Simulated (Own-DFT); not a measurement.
SiC (4H silicon carbide, atoms displaced) (calculated)

A calculation, not a measurement: plane-wave PBE density functional theory by an unreviewed code, no spin, of a simulated periodic cell, stress positive in tension, free energy of the whole cell less one offset for each atom, forces on such cells passed a denser k mesh, this cell's mesh not checked; offsets are fitted by least squares, one for each functional and potential file, so energies compare only between cells with the same atoms and settings and are not formation energies; the far tail of each file's local potential was reset to the Coulomb form; each entry is a single point on an unrelaxed cell, so the pressure reflects the starting lattice, mostly measured values (interpolated for alloys), from which strain is counted, and rises with the displacements; printed positions are rounded, which can move forces by about a meV/angstrom; the program, named Own-DFT, is a retired in-house code; no spin-orbit coupling. Program: Own-DFT development build.

Settings shared by all entries: functional PBE; potential files PseudoDojo norm-conserving, scalar-relativistic, standard set; wave cutoff 42 hartree; occupations Fermi-Dirac; smearing width 0.1 eV; hardware one NVIDIA H100; k mesh 4 x 4 x 3 centred on Gamma.

(1) SiC (4H silicon carbide, atoms displaced)

```xyz
72
Lattice="9.2481 0.0000 0.0000 -4.6241 8.0091 0.0000 0.0000 0.0000 10.0681" Properties=species:S:1:pos:R:3 SiC
Si     9.1677     0.0497     4.0282
Si    -0.0564     1.7441     1.6216
C     -0.0394     0.0993     0.9502
C     -0.0567     1.7805     3.5062
Si     7.6900     2.6817     4.1485
Si    -1.5924     4.3610     1.5481
C      7.7353     2.6070     0.8800
C     -1.4634     4.4556     3.4481
Si    -3.0074     5.2980     4.0179
Si    -3.1067     7.1775     1.5745
C      6.1787     5.3036     0.8535
C     -3.1014     7.1078     3.3921
Si    -1.5486     7.9606     4.1328
Si     3.0410     1.7476     1.5434
C     -1.4498     7.9802     0.9815
C      3.1878     1.8131     3.5211
Si     1.5674     2.6796     4.0381
Si     1.5784     4.4769     1.5488
C      1.6678     2.6217     0.9667
C      1.6060     4.4050     3.4196
Si     0.0317     5.3737     4.1462
Si    -0.0097     6.9401     1.5000
C     -0.0558     5.4135     0.9392
C      0.0170     7.1068     3.4287
Si     1.5116     7.9824     4.1388
Si     6.1619     1.7561     1.5836
C      1.4807     7.9714     0.9282
C      6.1289     1.7800     3.4896
Si     4.6717     2.6167     4.0934
Si     4.6242     4.4026     1.4818
C      4.5885     2.6176     0.9842
C      4.5561     4.5077     3.4734
Si     3.1257     5.1981     4.0621
Si     3.2036     7.1164     1.4607
C      3.1285     5.3359     0.9534
C      3.0698     7.1130     3.5033
Si    -4.5120     8.0009     9.0405
Si     4.7200     6.1880     6.5301
C     -0.0077     0.0409     6.0112
C      4.6105     6.3582     8.4619
Si    -3.0821     5.4033     9.1376
Si     6.1443     3.5284     6.7077
C      6.0599     5.3323     5.8981
C      6.1362     3.5009     8.4181
Si    -1.4607     2.5518     9.0407
Si     7.7085     0.9486     6.4939
C     -1.5017     2.6171     6.0403
C      7.7351     0.8519     8.4498
Si     6.1419     0.1176     9.1185
Si     1.6041     6.2715     6.5474
C      1.4340     7.9608     5.8916
C      1.5588     6.1824     8.4300
Si     3.0919     5.3295     9.0800
Si     3.0509     3.5833     6.6188
C      3.1601     5.3476     6.0851
C      2.9749     3.5697     8.5745
Si     4.5770     2.6860     9.0938
Si     4.5561     0.9651     6.6782
C      4.5899     2.6205     5.9755
C      4.6713     0.9015     8.5046
Si    -1.5148     7.9924     9.0846
Si    -1.5952     6.1930     6.5850
C     -1.5651     7.9692     5.8925
C     -1.5415     6.1432     8.5101
Si     0.0264     5.1724     9.0735
Si    -0.0716     3.5291     6.6344
C      0.0175     5.3346     5.9716
C      0.0289     3.6471     8.4810
Si     1.5294     2.7886     9.0900
Si     1.4837     0.8430     6.7204
C      1.4714     2.6215     5.9288
C      1.5581     0.8737     8.6160
```

Results for SiC (4H silicon carbide, atoms displaced): free energy of cell above offsets -3.387 eV; pressure 6.17 GPa; stress xx -5.23 GPa; stress yy -7.76 GPa; stress zz -5.53 GPa; stress yz -0.95 GPa; stress xz 0.35 GPa; stress xy -0.03 GPa; wall time 359.8 s.

Force:
```csv
element,x (eV/Å),y (eV/Å),z (eV/Å)
Si,1.541,-1.881,1.656
Si,1.535,1.967,-0.131
C,2.116,-1.968,-1.785
C,0.755,0.945,-0.983
Si,-0.097,0.012,-0.803
Si,1.17,1.214,-0.301
C,-0.717,0.564,0.247
C,-0.841,-0.896,0.135
Si,-2.261,0.935,0.017
Si,1.024,-0.79,-1.102
C,-0.724,0.413,2.248
C,0.01,0.384,1.646
Si,0.217,0.978,-3.112
Si,3.135,-1.269,2.175
C,-2.039,-0.099,-1.46
C,-2.836,-1.767,-1.361
Si,0.072,-1.248,0.73
Si,-0.419,-0.579,0.228
C,-4.664,2.211,-1.296
C,-1.54,0.823,0.689
Si,0.728,-0.46,-1.648
Si,0.623,7.292,3.13
C,0.787,-8.126,-2.575
C,-0.467,-0.56,0.29
Si,0.209,-0.091,-3.078
Si,-0.483,-0.772,-0.222
C,1.576,0.08,-0.085
C,2.08,-0.253,-0.172
Si,-0.966,2.247,0.35
Si,0.176,0.273,1.8
C,0.955,0.556,-1.586
C,4.872,-3.055,-1.928
Si,-2.075,3.935,1.889
Si,-3.521,-0.065,2.345
C,-0.275,0.232,-1.657
C,-0.329,-0.733,-1.049
Si,-3.383,1.197,2.339
Si,-3.263,2.934,1.677
C,-0.105,-1.265,-1.328
C,1.091,-4.064,-0.269
Si,-0.733,-1.347,-1.715
Si,-0.549,0.14,-4.46
C,4.307,-2.142,0.043
C,0.558,1.013,4.113
Si,-1.509,1.943,0.991
Si,-0.964,-4.06,2.058
C,-2.129,2.938,-1.324
C,0.388,0.022,-0.653
Si,1.672,-3.388,0.453
Si,-0.82,-1.235,1.195
C,1.17,2.186,2.906
C,-0.697,1.113,1.057
Si,-0.164,1.833,0.511
Si,-0.525,-0.901,-0.296
C,-1.125,-0.592,-2.363
C,3.604,0.367,-2.301
Si,0.296,-0.255,1.338
Si,0.45,-2.734,-2.204
C,0.473,1.746,0.651
C,-2.336,0.746,-0.424
Si,0.74,-0.869,1.782
Si,0.755,0.23,-0.102
C,-0.522,0.382,4.275
C,0.63,1.222,-0.96
Si,-0.169,8.112,2.173
Si,2.62,1.182,-1.501
C,-0.578,-0.548,0.727
C,-1.051,-6.614,-1.24
Si,-0.9,-3.437,2.408
Si,1.219,0.836,-2.452
C,0.721,0.79,1.744
C,1.494,2.067,-2.091
```

(2) SiC (4H silicon carbide, atoms displaced)

```xyz
72
Lattice="9.2481 0.0000 0.0000 -4.6241 8.0091 0.0000 0.0000 0.0000 10.0681" Properties=species:S:1:pos:R:3 SiC
Si    -0.0484     0.1500     4.0852
Si     0.0140     1.7587     1.5302
C      4.6470     7.9617     0.9966
C     -0.0416     1.7419     3.4686
Si     7.6698     2.6607     4.0566
Si    -1.5779     4.4315     1.6892
C     -1.4617     2.7046     0.9829
C     -1.6082     4.3534     3.5903
Si     6.0851     5.2828     3.9644
Si    -2.9885     6.9830     1.6775
C      6.1446     5.2896     0.8150
C     -3.1291     7.1006     3.3864
Si    -1.6624     7.9248     4.1014
Si     3.0801     1.7499     1.5584
C     -1.5016     7.9395     1.0343
C      3.2507     1.6884     3.4127
Si     1.5662     2.8191     4.0295
Si     1.4960     4.3642     1.5877
C      1.5148     2.6185     1.0214
C      1.6619     4.4512     3.4087
Si     0.0188     5.3084     4.1264
Si    -0.0266     7.1814     1.5486
C     -0.0141     5.3770     0.9154
C     -0.0457     7.1020     3.5261
Si     1.5599     7.9202     3.9835
Si     6.1878     1.7065     1.6006
C      1.5870     8.0036     0.9299
C      6.2014     1.7183     3.4361
Si     4.5886     2.6230     4.0181
Si     4.6883     4.4525     1.5082
C      4.5281     2.7025     0.8139
C      4.6004     4.4461     3.5285
Si     3.0372     5.3234     4.1385
Si     3.0395     7.0942     1.6196
C      3.0441     5.3281     1.0183
C      3.0371     6.8953     3.5510
Si     9.1345     0.1114     9.1318
Si     4.6042     6.2180     6.5208
C      4.6394     7.9484     5.9634
C      4.5893     6.2428     8.5425
Si     6.0088     5.3590     9.1105
Si     6.2050     3.4893     6.6775
C      6.1390     5.2683     5.9459
C      6.2073     3.5471     8.4529
Si     7.6688     2.6133     9.0831
Si     7.6988     0.8668     6.6630
C      7.6733     2.6572     6.0195
C      7.7550     0.8696     8.4604
Si     6.2072     0.0374     9.1242
Si     1.4469     6.1922     6.5788
C      1.5664     7.9961     6.0087
C      1.5514     6.1813     8.4527
Si     3.1644     5.3257     9.1134
Si     3.1019     3.6237     6.6267
C      3.0095     5.2950     6.0204
C      3.0064     3.5288     8.5061
Si     4.5683     2.7137     9.1927
Si     4.6697     0.8525     6.6022
C      4.7650     2.6420     5.9970
C      4.6434     0.8107     8.4938
Si    -1.5527     7.9728     9.1843
Si    -1.4986     6.1766     6.5472
C      3.1019     0.0336     5.9143
C     -1.5046     6.2183     8.5850
Si     0.1606     5.4019     9.1251
Si    -0.0101     3.6698     6.5562
C     -0.0017     5.3011     5.9941
C      0.0076     3.5595     8.5309
Si     1.5571     2.7563     9.0564
Si     1.5111     0.9047     6.6026
C      1.5117     2.5639     5.9223
C      1.4535     0.9174     8.4272
```

Results for SiC (4H silicon carbide, atoms displaced): free energy of cell above offsets -2.523 eV; pressure 6.34 GPa; stress xx -5.23 GPa; stress yy -7.14 GPa; stress zz -6.65 GPa; stress yz 1.68 GPa; stress xz -0.79 GPa; stress xy -0.55 GPa; wall time 349.6 s.

Force:
```csv
element,x (eV/Å),y (eV/Å),z (eV/Å)
Si,0.046,-5.368,0.969
Si,-0.519,-1.06,1.213
C,-0.301,0.101,-0.521
C,0.857,3.894,-1.347
Si,0.19,-2.308,2.093
Si,1.138,0.199,-2.734
C,-2.028,-1.132,-0.96
C,1.279,2.802,-2.274
Si,1.025,1.076,3.711
Si,-1.777,1.716,-4.631
C,0.992,0.163,3.873
C,-0.762,-0.429,3.416
Si,2.401,1.458,-0.441
Si,0.003,-0.01,0.237
C,-2.147,1.799,-1.835
C,-4.15,0.078,-0.141
Si,0.329,-5.055,1.318
Si,0.528,1.993,-1.307
C,0.981,0.237,-1.828
C,-3.272,0.793,0.829
Si,-0.3,0.221,-1.24
Si,2.331,-2.532,1.387
C,0.342,-0.622,1.944
C,0.022,-0.863,-1.198
Si,-0.646,0.642,2.692
Si,0.214,2.004,-1.423
C,-0.846,0.03,0.222
C,-0.692,0.018,0.111
Si,2.71,0.687,2.488
Si,-2.729,-0.22,1.368
C,1.638,-0.868,5.082
C,-0.872,-1.455,-2.302
Si,1.928,-3.011,1.225
Si,1.515,-0.901,0.059
C,0.586,-0.568,-1.735
C,0.739,6.772,-2.457
Si,4.254,-3.056,1.517
Si,0.494,-0.933,1.448
C,-0.646,1.521,-0.256
C,-0.405,1.517,-2.017
Si,4.626,-0.725,-1.744
Si,-0.574,1.514,-2.226
C,0.514,0.74,-0.133
C,-1.975,0.268,2.514
Si,1.481,2.262,1.327
Si,0.634,0.016,-2.492
C,1.682,-0.337,-0.948
C,-3.126,1.218,0.809
Si,-0.809,-1.566,-0.656
Si,2.306,1.433,0.928
C,-0.151,-0.886,-1.18
C,2.524,1.968,0.164
Si,-2.737,-0.103,1.15
Si,0.173,-3.628,-0.505
C,0.323,1.371,-1.007
C,3.154,1.738,-0.618
Si,1.087,-1.626,-5.273
Si,-0.773,0.714,-0.231
C,-3.022,-0.117,-0.757
C,-0.62,1.577,0.876
Si,-0.347,0.215,-1.236
Si,-2.573,1.634,1.847
C,-0.638,-1.094,1.472
C,-0.741,-0.437,-1.696
Si,-4.598,-2.144,0.831
Si,0.149,-5.306,2.073
C,-0.053,1.675,-1.887
C,-0.473,0.946,-1.116
Si,-2.408,-2.887,1.679
Si,0.699,-1.633,-0.531
C,0.524,3.861,-0.313
C,1.292,0.008,2.322
```

(3) SiC (4H silicon carbide, atoms displaced)

```xyz
72
Lattice="9.2481 0.0000 0.0000 -4.6241 8.0091 0.0000 0.0000 0.0000 10.0681" Properties=species:S:1:pos:R:3 SiC
Si     4.5542     7.9620     4.0994
Si     0.0063     1.7061     1.5187
C      0.0042     0.1046     0.8526
C     -0.1659     1.7274     3.4035
Si    -1.5054     2.6209     4.0643
Si    -1.5572     4.4172     1.5471
C      7.6456     2.5310     0.9082
C     -1.5279     4.4947     3.5079
Si    -3.0557     5.3806     4.1433
Si    -3.1178     7.1682     1.5098
C     -2.9539     5.3352     0.9411
C     -3.1753     7.0278     3.5067
Si     3.0542     0.0279     4.0906
Si     3.0785     1.7633     1.5223
C      3.0750     0.0321     0.9780
C      3.0599     1.7318     3.4488
Si     1.5994     2.6945     4.1019
Si     1.5665     4.4702     1.5834
C      1.5402     2.6186     1.0829
C      1.5362     4.4244     3.5261
Si     0.0574     5.2844     4.1095
Si     0.0887     7.0804     1.5137
C     -0.0830     5.3881     0.8588
C      0.1215     7.0668     3.4748
Si     1.4996     7.8801     4.1355
Si     6.2347     1.7457     1.5446
C      6.1835     0.0649     1.0247
C      6.1846     1.7214     3.4665
Si     4.6096     2.6248     4.0579
Si     4.6418     4.4881     1.5835
C      4.5973     2.7924     0.9415
C      4.6374     4.5368     3.5202
Si     3.0638     5.4183     4.0437
Si     3.0140     7.0825     1.5839
C      3.0583     5.2786     0.9353
C      3.0606     7.1056     3.4561
Si     0.0436     0.0498     9.1135
Si     4.5611     6.1808     6.7164
C      9.1823     0.0747     5.9054
C      4.6955     6.2585     8.6136
Si    -2.9579     5.3791     9.1513
Si     6.1616     3.5701     6.6527
C     -3.0071     5.2927     5.8991
C      6.2002     3.4317     8.5809
Si    -1.5238     2.7283     9.1636
Si     7.7330     0.8992     6.6164
C      7.6635     2.6390     5.9699
C      7.6683     0.8040     8.4758
Si     6.0920     0.0636     9.1460
Si     1.5751     6.2097     6.7150
C      1.5328     7.9502     6.0507
C      1.5541     6.1275     8.4330
Si     3.1279     5.2805     9.0786
Si     3.1392     3.5503     6.5373
C      3.0967     5.3468     5.9537
C      2.9952     3.5020     8.5413
Si     4.6209     2.6170     9.1326
Si     4.6175     0.7942     6.6048
C      4.5842     2.7527     6.0377
C      4.6300     0.8465     8.4415
Si     3.0917     0.1102     9.0937
Si    -1.4523     6.2413     6.6478
C      3.0372     0.0470     6.0909
C     -1.4694     6.2116     8.4543
Si    -0.0605     5.3965     9.1279
Si    -0.0545     3.6501     6.5068
C      0.0084     5.3526     6.0242
C      0.0284     3.5331     8.4602
Si     1.5646     2.5707     9.1339
Si     1.5625     0.9140     6.6018
C      1.6015     2.7078     5.9820
C      1.5229     0.8394     8.5308
```

It finds free energy of cell above offsets -4.529 eV; pressure 5.99 GPa; stress xx -6.91 GPa; stress yy -5.43 GPa; stress zz -5.62 GPa; stress yz 0.13 GPa; stress xz 0.42 GPa; stress xy 0.57 GPa; wall time 376 s.

Force:
```csv
element,x (eV/Å),y (eV/Å),z (eV/Å)
Si,0.719,1.031,-0.837
Si,-0.979,2.588,2.051
C,-0.402,-4.083,1.182
C,4.187,-0.761,-0.012
Si,-2.715,1.58,0.974
Si,1.241,-0.71,1.686
C,3.018,3.114,0.174
C,0.34,-1.311,-1.097
Si,-0.237,-2.001,-1.5
Si,0.549,-0.963,1.42
C,-2.927,1.228,-0.278
C,1.307,3.324,-1.486
Si,0.144,-1.956,0.3
Si,1.002,1.014,1.6
C,1.083,-0.802,-1.362
C,0.474,0.848,-0.179
Si,-1.632,-1.702,-0.23
Si,-1.616,-1.178,0.05
C,-0.559,1.226,-2.47
C,1.027,0.613,-1.487
Si,-1.531,1.145,0.332
Si,-2.096,1.241,1.827
C,1.849,-1.506,1.776
C,-3.763,-0.86,-1.015
Si,2.093,3.128,0.646
Si,-3.239,1.558,2.406
C,-0.694,-2.44,-2.668
C,-0.741,0.121,0.184
Si,0.854,1.169,0.617
Si,0.582,0.603,0.677
C,0.648,-3.157,0.016
C,-0.373,-1.725,-1.203
Si,0.81,-2.123,1.329
Si,1.709,0.531,-0.739
C,0.723,1.743,-0.271
C,-0.475,0.366,-0.453
Si,-2.606,-1.094,-0.344
Si,2.119,1.281,-2.014
C,1.711,-1.639,2.246
C,-0.307,-1.195,-1.149
Si,-1.44,-1.608,-0.358
Si,0.425,-0.486,-0.51
C,-0.68,1.294,4.297
C,-1.295,3.067,-1.591
Si,1.166,-2.494,-1.432
Si,-1.342,0.079,0.16
C,0.592,0.749,-0.214
C,0.925,1.503,0.731
Si,2.45,-2.321,-0.218
Si,-0.141,-0.386,-3.424
C,0.248,0.343,-1.146
C,-0.124,1.57,4.351
Si,-0.947,0.35,1.115
Si,-2.499,1.321,2.083
C,-0.558,0.054,0.683
C,2.748,0.189,-1.419
Si,-0.429,1.256,-0.045
Si,0.482,2.544,-0.552
C,2.573,-3.175,-1.6
C,-0.664,1.139,1.392
Si,0.022,-2.761,1.076
Si,-2.18,-0.211,-1.654
C,1.184,-1.643,-2.275
C,-1.599,1.975,0.886
Si,2.989,-2.56,-1.306
Si,0.792,-3.1,2.118
C,0.944,1.235,-1.42
C,-0.612,0.451,0.787
Si,-1.741,2.053,0.82
Si,-2.136,0.65,0.018
C,-1.434,-0.348,-0.473
C,0.982,1.023,-1.582
```
